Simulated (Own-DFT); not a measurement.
## Calculated data, Al$_{16}$O$_{23}$ (corundum with two vacancies, atoms displaced)

A calculation, not a measurement: plane-wave PBE density functional theory by an unreviewed code, no spin, of a simulated periodic cell, stress positive in tension, free energy of the whole cell less one offset for each atom, defect cell not probed for a lower state with spin; oxygen file: force components 24 meV/angstrom off all-electron in one glass; forces on such cells passed a denser k mesh, this cell's mesh not checked; offsets are fitted by least squares, one for each functional and potential file, so energies compare only between cells with the same atoms and settings and are not formation energies; the far tail of each file's local potential was reset to the Coulomb form; each entry is a single point on an unrelaxed cell, so the pressure reflects the starting lattice, mostly measured values, from which strain is counted, and rises with the displacements; printed positions are rounded, which can move forces by about a meV/angstrom; the program is a retired in-house code; no spin-orbit coupling; before rounding, a Quantum ESPRESSO 7.3.1 run of the same cell and cutoff gave forces within 1 meV/angstrom rms on each cell, which checks the program and not the settings. Program: Own-DFT development build.

Common to all runs: functional PBE; potential files PseudoDojo norm-conserving, scalar-relativistic, standard set; wave cutoff 72 hartree; occupations Fermi-Dirac; smearing width 0.1 eV; k mesh 3 x 3 x 3 centred on Gamma.

(1) 
```cif
# cell vector a (Å): 5.4940 0.0000 8.6604
# cell vector b (Å): -2.7470 4.7579 8.6604
# cell vector c (Å): -2.7470 -4.7579 8.6604
data_Al16O23
_symmetry_space_group_name_H-M 'P 1'
_symmetry_Int_Tables_number 1
_cell_length_a 10.2561
_cell_length_b 10.2560
_cell_length_c 10.2560
_cell_angle_alpha 55.280
_cell_angle_beta 55.280
_cell_angle_gamma 55.280
_cell_volume 679.15
loop_
_atom_site_label
_atom_site_type_symbol
_atom_site_fract_x
_atom_site_fract_y
_atom_site_fract_z
_atom_site_occupancy
Al1 Al 0.19257 0.16284 0.16780 1
Al2 Al 0.32760 0.31700 0.33609 1
Al3 Al 0.40970 0.42401 0.42607 1
Al4 Al 0.07413 0.05832 0.07759 1
O1 O 0.27205 0.49207 0.12468 1
O2 O 0.49109 0.11989 0.26856 1
O3 O 0.11760 0.27398 0.48575 1
O4 O 0.22753 0.02189 0.38592 1
O5 O 0.02210 0.37388 0.22172 1
O6 O 0.38634 0.22311 0.02136 1
Al5 Al 0.17923 0.16878 0.67671 1
Al6 Al 0.33963 0.31910 0.81134 1
Al7 Al 0.43055 0.42358 0.93192 1
Al8 Al 0.07873 0.07944 0.56524 1
O7 O 0.27705 0.47189 0.62992 1
O8 O 0.47048 0.11592 0.76516 1
O9 O 0.12463 0.26194 0.98484 1
O10 O 0.22225 0.03245 0.87565 1
O11 O 0.04738 0.36151 0.73660 1
O12 O 0.36928 0.22023 0.53715 1
Al9 Al 0.17902 0.67574 0.17712 1
Al10 Al 0.33528 0.83023 0.30258 1
Al11 Al 0.42991 0.93059 0.41885 1
Al12 Al 0.07753 0.57983 0.06937 1
O13 O 0.26595 0.96377 0.14625 1
O14 O 0.47804 0.62317 0.27657 1
O15 O 0.21975 0.54063 0.37051 1
O16 O 0.03690 0.85548 0.22491 1
O17 O 0.37428 0.70362 0.04058 1
Al13 Al 0.14904 0.69536 0.68124 1
Al14 Al 0.32299 0.82971 0.82639 1
Al15 Al 0.42098 0.93130 0.93721 1
Al16 Al 0.07283 0.56907 0.57149 1
O18 O 0.27136 0.96634 0.62064 1
O19 O 0.47521 0.63831 0.76986 1
O20 O 0.13531 0.78208 0.94982 1
O21 O 0.22177 0.52689 0.87839 1
O22 O 0.01977 0.89156 0.71155 1
O23 O 0.38277 0.72245 0.51918 1
Al17 Al 0.68677 0.15208 0.19540 1
Al18 Al 0.81187 0.32788 0.33929 1
Al19 Al 0.90987 0.44254 0.41990 1
Al20 Al 0.58239 0.07853 0.06564 1
O24 O 0.80436 0.47716 0.11190 1
O25 O 0.95282 0.12743 0.28891 1
O26 O 0.62852 0.26884 0.46414 1
O27 O 0.69945 0.03458 0.39148 1
O28 O 0.53283 0.37665 0.21461 1
O29 O 0.87038 0.22585 0.02700 1
Al21 Al 0.70920 0.17950 0.65906 1
Al22 Al 0.82930 0.32501 0.83086 1
Al23 Al 0.93479 0.41499 0.90857 1
Al24 Al 0.57386 0.07623 0.57189 1
O30 O 0.81388 0.45048 0.62366 1
O31 O 0.96752 0.11797 0.79140 1
O32 O 0.62779 0.26268 0.97280 1
O33 O 0.70538 0.03055 0.86630 1
O34 O 0.52163 0.38952 0.70489 1
O35 O 0.87346 0.22802 0.52294 1
Al25 Al 0.67751 0.67047 0.18130 1
Al26 Al 0.84589 0.82162 0.31833 1
Al27 Al 0.92390 0.92797 0.43382 1
Al28 Al 0.57364 0.57844 0.07056 1
O36 O 0.79338 0.96152 0.12447 1
O37 O 0.97494 0.61753 0.27803 1
O38 O 0.63030 0.77979 0.46162 1
O39 O 0.73662 0.51044 0.37801 1
O40 O 0.52864 0.86572 0.23403 1
O41 O 0.87868 0.71791 0.02023 1
Al29 Al 0.68190 0.66256 0.67074 1
Al30 Al 0.82661 0.80907 0.83469 1
Al31 Al 0.91408 0.93474 0.93583 1
Al32 Al 0.57976 0.55404 0.57151 1
O42 O 0.76821 0.96068 0.64268 1
O43 O 0.97142 0.62057 0.77316 1
O44 O 0.63537 0.77365 0.96823 1
O45 O 0.70832 0.53397 0.88465 1
O46 O 0.53159 0.86715 0.72726 1
_calc_free_energy_of_cell_above_offsets '-41.140'  # eV
_calc_pressure 12.3  # GPa
_calc_stress_xx -12.06  # GPa
_calc_stress_yy -12.25  # GPa
_calc_stress_zz -12.59  # GPa
_calc_stress_yz 0.09  # GPa
_calc_stress_xz 0.16  # GPa
_calc_stress_xy -2.43  # GPa
```

Force:
```
element  x (eV/Å)  y (eV/Å)  z (eV/Å)
     Al    -3.862     1.386     1.398
     Al     0.259     1.567    -2.424
     Al     1.357     0.406     3.923
     Al    -1.762     1.473     1.696
      O     2.189    -2.251    -1.701
      O    -2.011    -0.482    -0.217
      O      1.07     1.549      0.67
      O     0.896     3.245     -2.27
      O     1.432    -0.304     1.601
      O    -0.685    -0.691    -1.193
     Al    -0.736     -0.55    -0.617
     Al    -1.422    -0.439    -0.476
     Al    -1.407     1.538     0.018
     Al    -0.706    -0.947     0.276
      O     0.436     1.388    -1.597
      O    -2.728    -0.031     2.941
      O     1.336     0.553     0.222
      O     0.394    -1.413    -0.714
      O     1.192     1.607    -3.615
      O     0.285     1.423    -1.036
     Al     1.613    -0.683    -1.895
     Al     -0.74    -7.239     3.115
     Al     0.233    -2.314    -0.335
     Al      0.51    -0.856    -1.154
      O     1.256      3.99    -2.638
      O     0.186     -0.25    -0.658
      O     0.586    -1.963    -0.313
      O    -1.678     2.857     1.755
      O    -0.374     2.777     1.782
     Al     4.339     -0.39     0.208
     Al     1.973     0.463    -0.494
     Al     2.651     0.759    -1.343
     Al    -1.774     1.114     1.471
      O    -0.046    -0.318     3.061
      O     1.417    -2.425    -1.957
      O    -2.408    -1.252     0.151
      O     0.355     0.437    -0.377
      O    -0.789    -1.009    -0.422
      O    -0.598    -1.018    -0.617
     Al    -1.327      4.13    -0.483
     Al     4.162      2.27    -3.453
     Al     4.777    -1.533      1.59
     Al    -0.289    -1.217    -1.505
      O    -1.819    -0.948    -1.765
      O     1.504    -0.286    -0.492
      O    -1.387     0.434      1.31
      O     4.566    -0.511    -0.963
      O    -0.623    -1.571    -0.361
      O     0.403    -1.835    -0.197
     Al    -5.203    -4.334    -4.733
     Al     -0.28    -1.122    -2.626
     Al    -3.402    -2.259     6.517
     Al    -1.321    -3.129     1.558
      O    -3.154     0.548     -0.37
      O    -0.087      1.57     0.778
      O      0.65     2.371      1.82
      O    -0.083    -1.721     3.119
      O      1.68     -4.54    -0.907
      O     3.677     1.107     2.685
     Al     1.233     0.456    -0.788
     Al    -2.375    -3.069    -2.388
     Al     0.115    -2.249     1.449
     Al     0.261    -1.154      1.34
      O    -2.119    -0.731      1.17
      O    -0.643     1.749     1.063
      O     1.484    -0.826     0.603
      O    -3.996     2.145    -0.322
      O     1.489     2.874    -0.226
      O    -0.705      0.26     2.134
     Al    -1.155     1.751     1.411
     Al    -0.426     2.207    -0.591
     Al     4.212     0.758    -2.213
     Al    -3.293     4.909     2.356
      O     1.643     1.767    -0.106
      O    -0.276     0.202     0.591
      O    -3.221    -0.984     -0.96
      O     3.632      0.39    -1.751
      O    -0.541     0.413    -0.517
```

(2) 
```cif
# cell vector a (Å): 5.4940 0.0000 8.6604
# cell vector b (Å): -2.7470 4.7579 8.6604
# cell vector c (Å): -2.7470 -4.7579 8.6604
data_Al16O23
_symmetry_space_group_name_H-M 'P 1'
_symmetry_Int_Tables_number 1
_cell_length_a 10.2561
_cell_length_b 10.2560
_cell_length_c 10.2560
_cell_angle_alpha 55.280
_cell_angle_beta 55.280
_cell_angle_gamma 55.280
_cell_volume 679.15
loop_
_atom_site_label
_atom_site_type_symbol
_atom_site_fract_x
_atom_site_fract_y
_atom_site_fract_z
_atom_site_occupancy
Al1 Al 0.18411 0.18091 0.16664 1
Al2 Al 0.32708 0.34165 0.31630 1
Al3 Al 0.41762 0.43695 0.41663 1
Al4 Al 0.07147 0.08117 0.08605 1
O1 O 0.26082 0.48348 0.13433 1
O2 O 0.46228 0.13560 0.27928 1
O3 O 0.11170 0.29319 0.47783 1
O4 O 0.22457 0.02566 0.35889 1
O5 O 0.04648 0.37792 0.20045 1
O6 O 0.39063 0.22116 0.02982 1
Al5 Al 0.15977 0.17556 0.69057 1
Al6 Al 0.33418 0.32322 0.82052 1
Al7 Al 0.42031 0.42793 0.93778 1
Al8 Al 0.08510 0.05255 0.56778 1
O7 O 0.28041 0.48016 0.60789 1
O8 O 0.46372 0.12075 0.78493 1
O9 O 0.12612 0.28720 0.95230 1
O10 O 0.21685 0.03917 0.87468 1
O11 O 0.01151 0.37398 0.72836 1
O12 O 0.37131 0.23238 0.51841 1
Al9 Al 0.17778 0.67950 0.17129 1
Al10 Al 0.32338 0.82565 0.32682 1
Al11 Al 0.42761 0.92053 0.42489 1
Al12 Al 0.05215 0.56718 0.08382 1
O13 O 0.29137 0.97454 0.11760 1
O14 O 0.47814 0.62006 0.27073 1
O15 O 0.11726 0.77335 0.47574 1
O16 O 0.24036 0.52199 0.37249 1
O17 O 0.02163 0.87501 0.22817 1
O18 O 0.39062 0.71396 0.03357 1
Al13 Al 0.16260 0.68449 0.68497 1
Al14 Al 0.30356 0.83976 0.82896 1
Al15 Al 0.41643 0.93498 0.92205 1
Al16 Al 0.07887 0.57502 0.56779 1
O19 O 0.29124 0.99062 0.60989 1
O20 O 0.47578 0.61514 0.77611 1
O21 O 0.11572 0.79020 0.95642 1
O22 O 0.24160 0.51881 0.88122 1
O23 O 0.02138 0.89040 0.72783 1
O24 O 0.39299 0.71028 0.51290 1
Al17 Al 0.67784 0.16241 0.18315 1
Al18 Al 0.83118 0.32063 0.32227 1
Al19 Al 0.90648 0.42235 0.43688 1
Al20 Al 0.58000 0.08129 0.06189 1
O25 O 0.79378 0.45308 0.12603 1
O26 O 0.96621 0.12701 0.26926 1
O27 O 0.61139 0.28638 0.48497 1
O28 O 0.51906 0.35741 0.23492 1
O29 O 0.87776 0.20434 0.02411 1
Al21 Al 0.67759 0.17784 0.66081 1
Al22 Al 0.82821 0.33477 0.81216 1
Al23 Al 0.93043 0.42205 0.92578 1
Al24 Al 0.58584 0.07667 0.56542 1
O30 O 0.76557 0.46747 0.63025 1
O31 O 0.97605 0.14110 0.75915 1
O32 O 0.63043 0.27666 0.96585 1
O33 O 0.73287 0.02241 0.86238 1
O34 O 0.53045 0.38091 0.71963 1
O35 O 0.87382 0.23563 0.51586 1
Al25 Al 0.67261 0.68270 0.17763 1
Al26 Al 0.82385 0.82646 0.31491 1
Al27 Al 0.94404 0.92453 0.42443 1
Al28 Al 0.56733 0.56421 0.07238 1
O36 O 0.78805 0.96738 0.11676 1
O37 O 0.95795 0.62342 0.30431 1
O38 O 0.63176 0.76643 0.47074 1
O39 O 0.69858 0.54206 0.38892 1
O40 O 0.54125 0.87042 0.21717 1
O41 O 0.86023 0.72309 0.04043 1
Al29 Al 0.69097 0.65174 0.68943 1
Al30 Al 0.81541 0.83364 0.82536 1
Al31 Al 0.92672 0.92415 0.92215 1
Al32 Al 0.58328 0.57134 0.57647 1
O42 O 0.96881 0.62157 0.78374 1
O43 O 0.63181 0.77792 0.97088 1
O44 O 0.72428 0.52225 0.87895 1
O45 O 0.53000 0.87133 0.73538 1
O46 O 0.86486 0.72569 0.52710 1
_calc_free_energy_of_cell_above_offsets '-41.619'  # eV
_calc_pressure 12.4  # GPa
_calc_stress_xx -12.06  # GPa
_calc_stress_yy -12.75  # GPa
_calc_stress_zz -12.4  # GPa
_calc_stress_yz 0.08  # GPa
_calc_stress_xz -0.28  # GPa
_calc_stress_xy 1.18  # GPa
```

Force:
```
element  x (eV/Å)  y (eV/Å)  z (eV/Å)
     Al     1.353     0.842     0.256
     Al    -1.953    -4.049    -3.544
     Al      2.17    -2.581     1.926
     Al     1.184     1.374    -3.923
      O     1.029     0.991    -0.047
      O     1.613    -0.917    -1.573
      O     1.234     0.946    -1.224
      O    -1.479    -1.774     1.422
      O    -1.635    -4.878    -2.455
      O    -2.417     0.468    -2.844
     Al     2.326     3.629     0.007
     Al      0.37     1.606     -0.16
     Al     1.388     0.324       0.5
     Al    -1.626      4.76     4.215
      O     -1.95    -2.042     1.823
      O     0.745     1.732     1.597
      O      1.25    -2.032     1.977
      O     0.078    -2.076    -0.264
      O     1.168     2.241     3.008
      O    -0.258    -2.366     1.092
     Al    -0.763    -1.105    -0.026
     Al     2.459    -0.491    -1.366
     Al     1.803     0.693     2.212
     Al     1.167     3.881     3.891
      O     -1.99    -0.272    -0.406
      O    -0.284     0.709     0.614
      O      2.05     0.156     2.844
      O    -3.938     3.149    -1.705
      O     1.419     0.668     0.711
      O    -4.558     2.116    -3.336
     Al     2.659    -1.311    -0.389
     Al     3.647     0.704     0.083
     Al     2.493    -1.313     0.269
     Al    -0.531    -1.064    -1.259
      O    -0.292    -2.061    -2.425
      O    -1.983     0.774     2.424
      O     1.138    -2.185     1.847
      O    -3.198     1.833    -2.925
      O     2.868    -2.454    -3.471
      O    -4.014     0.466     0.068
     Al    -0.248     0.085     0.337
     Al    -1.553     0.476    -1.396
     Al     1.536     1.177     3.918
     Al     1.114    -1.577     0.738
      O    -1.312     0.335     0.139
      O    -0.127    -0.278     2.674
      O     1.795     1.261     -0.63
      O     3.021     4.013      3.01
      O    -0.211     0.249     2.065
     Al    -1.228    -0.982     2.066
     Al    -0.662    -3.497    -2.141
     Al    -1.056      0.31    -1.149
     Al    -0.457    -0.034    -2.542
      O     1.159    -0.585     1.939
      O     -0.74    -3.117    -2.288
      O    -0.317    -0.111     0.425
      O    -1.934     0.699     1.192
      O     0.736    -1.722    -1.977
      O     1.296    -1.839    -1.859
     Al    -0.513    -1.401    -2.475
     Al     -1.57    -1.585     0.996
     Al    -4.346    -0.069    -3.141
     Al       2.1    -1.701     3.097
      O    -1.036     0.163    -0.553
      O     2.528     1.057     -1.95
      O    -1.438     1.374     0.888
      O     5.372      1.14    -2.333
      O    -2.352     1.389     0.725
      O     2.762     0.995     0.948
     Al    -2.809     4.396    -0.999
     Al     0.103    -0.286    -2.174
     Al    -2.286     1.555     1.375
     Al     -3.38    -0.569    -0.246
      O     0.214      1.25     1.462
      O    -0.696    -0.362    -0.781
      O    -0.161    -1.153     0.502
      O     0.692     0.671     -1.12
      O     1.261     -0.82     1.818
```

(3) 
```cif
# cell vector a (Å): 5.4940 0.0000 8.6604
# cell vector b (Å): -2.7470 4.7579 8.6604
# cell vector c (Å): -2.7470 -4.7579 8.6604
data_Al16O23
_symmetry_space_group_name_H-M 'P 1'
_symmetry_Int_Tables_number 1
_cell_length_a 10.2561
_cell_length_b 10.2560
_cell_length_c 10.2560
_cell_angle_alpha 55.280
_cell_angle_beta 55.280
_cell_angle_gamma 55.280
_cell_volume 679.15
loop_
_atom_site_label
_atom_site_type_symbol
_atom_site_fract_x
_atom_site_fract_y
_atom_site_fract_z
_atom_site_occupancy
Al1 Al 0.16913 0.17030 0.18914 1
Al2 Al 0.30408 0.33352 0.33697 1
Al3 Al 0.41869 0.42769 0.43528 1
Al4 Al 0.05756 0.09428 0.08648 1
O1 O 0.27947 0.46958 0.13695 1
O2 O 0.46491 0.11635 0.29500 1
O3 O 0.11773 0.28844 0.47189 1
O4 O 0.24137 0.01217 0.36193 1
O5 O 0.39098 0.21778 0.03047 1
Al5 Al 0.17111 0.18508 0.67013 1
Al6 Al 0.32822 0.33280 0.79491 1
Al7 Al 0.41930 0.44101 0.92240 1
Al8 Al 0.07428 0.08386 0.57185 1
O6 O 0.28753 0.47823 0.61834 1
O7 O 0.45962 0.11610 0.79829 1
O8 O 0.12992 0.27886 0.96464 1
O9 O 0.21882 0.02104 0.88039 1
O10 O 0.01466 0.38116 0.72919 1
O11 O 0.37559 0.22033 0.53518 1
Al9 Al 0.17936 0.67317 0.17215 1
Al10 Al 0.33466 0.80787 0.33018 1
Al11 Al 0.43741 0.91123 0.43932 1
Al12 Al 0.05541 0.58510 0.08808 1
O12 O 0.29507 0.96853 0.12045 1
O13 O 0.47173 0.61797 0.28308 1
O14 O 0.12287 0.77021 0.47494 1
O15 O 0.21626 0.51271 0.38228 1
O16 O 0.01995 0.87603 0.24122 1
O17 O 0.37039 0.72325 0.03465 1
Al13 Al 0.17558 0.67494 0.68383 1
Al14 Al 0.32331 0.82106 0.82939 1
Al15 Al 0.43157 0.93181 0.92642 1
Al16 Al 0.08323 0.56006 0.58528 1
O18 O 0.26221 0.98844 0.61494 1
O19 O 0.45718 0.62137 0.79149 1
O20 O 0.11100 0.77368 0.99473 1
O21 O 0.21482 0.52396 0.86993 1
O22 O 0.05526 0.87857 0.71505 1
O23 O 0.37290 0.73461 0.53168 1
Al17 Al 0.66528 0.17981 0.18025 1
Al18 Al 0.81029 0.32781 0.33471 1
Al19 Al 0.92572 0.41494 0.43949 1
Al20 Al 0.55725 0.09794 0.06646 1
O24 O 0.78938 0.46505 0.11702 1
O25 O 0.98588 0.10375 0.28399 1
O26 O 0.61945 0.29085 0.46658 1
O27 O 0.74173 0.02175 0.37588 1
O28 O 0.53012 0.37671 0.21691 1
O29 O 0.88461 0.20854 0.02443 1
Al21 Al 0.67522 0.18059 0.66785 1
Al22 Al 0.81352 0.34199 0.82342 1
Al23 Al 0.90874 0.44033 0.93670 1
Al24 Al 0.57447 0.07171 0.56836 1
O30 O 0.77818 0.46261 0.62266 1
O31 O 0.97303 0.12255 0.77820 1
O32 O 0.60251 0.28625 0.97542 1
O33 O 0.72267 0.03575 0.86536 1
O34 O 0.51820 0.36230 0.73339 1
Al25 Al 0.66067 0.68003 0.19799 1
Al26 Al 0.80239 0.83198 0.32199 1
Al27 Al 0.91320 0.92941 0.44373 1
Al28 Al 0.57136 0.56071 0.07438 1
O35 O 0.79057 0.97404 0.10979 1
O36 O 0.96627 0.61936 0.28904 1
O37 O 0.63670 0.77953 0.47444 1
O38 O 0.72742 0.54460 0.36532 1
O39 O 0.52407 0.87965 0.21309 1
O40 O 0.88888 0.70950 0.02399 1
Al29 Al 0.67335 0.67751 0.68032 1
Al30 Al 0.83737 0.82235 0.82494 1
Al31 Al 0.91499 0.93959 0.92829 1
Al32 Al 0.56835 0.57970 0.57222 1
O41 O 0.78030 0.95332 0.63327 1
O42 O 0.97776 0.63582 0.76069 1
O43 O 0.62076 0.77047 0.98160 1
O44 O 0.72065 0.51355 0.88531 1
O45 O 0.50479 0.88134 0.74359 1
O46 O 0.87525 0.71988 0.52724 1
_calc_free_energy_of_cell_above_offsets '-39.477'  # eV
_calc_pressure 13.74  # GPa
_calc_stress_xx -14.58  # GPa
_calc_stress_yy -14.48  # GPa
_calc_stress_zz -12.16  # GPa
_calc_stress_yz 1.52  # GPa
_calc_stress_xz -0.65  # GPa
_calc_stress_xy 0.12  # GPa
```

Force:
```
element  x (eV/Å)  y (eV/Å)  z (eV/Å)
     Al     1.971     1.402     0.854
     Al     3.692    -0.094    -1.006
     Al     1.387     1.623    -1.885
     Al     4.593    -1.693    -2.813
      O     0.229     1.481    -1.748
      O     1.019     0.961     1.501
      O     0.159    -1.604    -0.149
      O    -3.135    -0.601     1.928
      O    -8.009      3.51     -4.73
     Al     -0.72    -3.506     0.906
     Al    -1.774    -6.076     2.363
     Al    -1.592    -4.606    -3.512
     Al     0.621    -0.124    -2.139
      O    -0.578      1.77    -1.787
      O      2.06     5.443     1.412
      O    -1.211     0.225      0.08
      O    -0.978     1.258    -0.151
      O     1.445     0.291     0.066
      O    -0.306     0.776    -0.125
     Al    -2.866     0.017     2.066
     Al    -2.971     2.985    -1.018
     Al     -2.52     3.414    -1.304
     Al     2.823    -1.862     0.215
      O    -1.622    -0.493    -0.271
      O     0.437    -0.867     0.441
      O     1.375    -0.176     1.678
      O    -0.973     0.334     3.102
      O     1.981     0.667    -1.677
      O     1.127    -0.905    -0.613
     Al     -0.69     2.316    -0.219
     Al    -3.415     0.635     0.931
     Al    -1.694    -3.641    -1.786
     Al    -1.935     3.315    -1.308
      O     2.637    -1.698     2.727
      O     1.744     3.946     1.581
      O     1.497      1.71    -0.517
      O     0.056    -1.286     2.402
      O    -1.985    -1.627    -2.433
      O     1.711    -1.916    -0.784
     Al     1.538    -0.048     0.102
     Al     3.348     1.104     1.086
     Al     0.266     2.728    -1.639
     Al     5.609    -4.916     1.733
      O    -4.463    -3.149     2.508
      O    -3.233     1.409     2.507
      O    -0.212    -1.868    -0.673
      O    -4.215      1.69    -2.249
      O    -0.531    -2.179    -0.258
      O    -3.444     1.119    -0.657
     Al     0.411    -1.643     0.912
     Al     2.391     -3.22    -1.912
     Al     5.947      1.64    -1.388
     Al    -0.486    -1.654     0.339
      O    -2.777    -0.519     0.884
      O    -1.339     1.995      0.73
      O     2.819     0.381     3.419
      O     0.677    -1.041     0.195
      O     0.941     3.356     1.435
     Al     2.599     3.739    -2.773
     Al     6.403     1.531     4.459
     Al      5.76    -0.336    -2.333
     Al    -1.996     2.142     2.651
      O    -4.733    -1.975     1.191
      O    -0.444     0.045    -0.335
      O    -4.311    -2.588    -2.856
      O    -1.068    -2.585     -0.13
      O     0.903    -0.894     2.314
      O    -3.349     1.821    -1.664
     Al     0.716     0.789     1.695
     Al    -1.488    -0.488    -0.779
     Al     3.536     0.766    -1.031
     Al     1.146    -2.051    -0.318
      O    -3.169     0.529     1.728
      O    -1.257    -2.575     0.178
      O     1.835     0.152     0.562
      O    -1.306      2.31     0.073
      O     4.456     1.245    -1.762
      O     -1.07    -2.068    -0.222
```
